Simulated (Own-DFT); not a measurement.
# What a defect does to the pressure of its cell: D0_22 TiAl3

No measurement is shown. These are fixed-geometry runs of a retired plane-wave code named Own-DFT, which no person has reviewed; spin and spin-orbit coupling are neglected.

Method: PBE; PseudoDojo norm-conserving scalar-relativistic files; cutoff 42 hartree; 4 x 4 x 4 k mesh centred on Gamma; cold (Marzari-Vanderbilt) smearing of 0.2 eV.

Keep in mind: forces on such cells failed a check on a denser k mesh; stress not checked against mesh or cutoff.

All runs share one cell, with vectors in Å (-2.365, -6.981, 4.326); (-7.667, 3.491, 1.442); (-2.950, -3.488, -7.241) and a volume of 625.4 Å³. Atoms were moved at random from their sites; u is the rms move along one axis. The defect's site can differ from row to row.

```
                     cell   formula   u (Å)  P (GPa)
                no defect  Al30Ti10  0.0177     1.95
                no defect  Al30Ti10  0.0216     1.99
                no defect  Al30Ti10  0.0439     2.45
 two Al on a Ti site each   Al32Ti8  0.0289     2.89
 two Al on a Ti site each   Al32Ti8  0.0477     3.29
 two Al on a Ti site each   Al32Ti8  0.0502     3.42
           one Ti vacancy   Al30Ti9  0.0319     1.86
           one Ti vacancy   Al30Ti9  0.0491     2.41
           one Ti vacancy   Al30Ti9  0.0495     2.33
         two Al vacancies  Al28Ti10  0.0303     1.24
         two Al vacancies  Al28Ti10  0.0484     1.60
         two Al vacancies  Al28Ti10  0.0486     1.58
two Ti on an Al site each  Al28Ti12  0.0261     3.06
two Ti on an Al site each  Al28Ti12  0.0293     3.36
two Ti on an Al site each  Al28Ti12  0.0489        ?
two Ti on an Al site each  Al28Ti12  0.0533     3.49
```

## Analysis

P = P0 + c u² + a shift for each defect gives P0 = 1.90 GPa, c = 253 ± 37 GPa/Å² and a scatter of 0.11 GPa. The shifts, and each times the cell's volume:

- two Ti on an Al site each: 1.03 ± 0.09 GPa, 4.0 eV (2.0 eV for each of its 2 sites)
- two Al on a Ti site each: 0.83 ± 0.10 GPa, 3.2 eV (1.6 eV for each of its 2 sites)
- one Ti vacancy: -0.19 ± 0.10 GPa, -0.8 eV (not resolved)
- two Al vacancies: -0.90 ± 0.10 GPa, -3.5 eV (-1.8 eV for each of its 2 sites)

Positive is outwards. The product with the volume (160.2 GPa Å³ to the eV) is nearly free of the cell's size; divided by the bulk modulus at the cell's pressure it gives the volume that the defect adds. The atoms around the defects weren't relaxed, which would change these numbers.

## Test on the hidden row

Question: what pressure belongs in the blank (two Ti on an Al site each, u = 0.0489 Å)?

From the fit: 3.54 ± 0.13 GPa. The run itself gave 3.82 GPa.
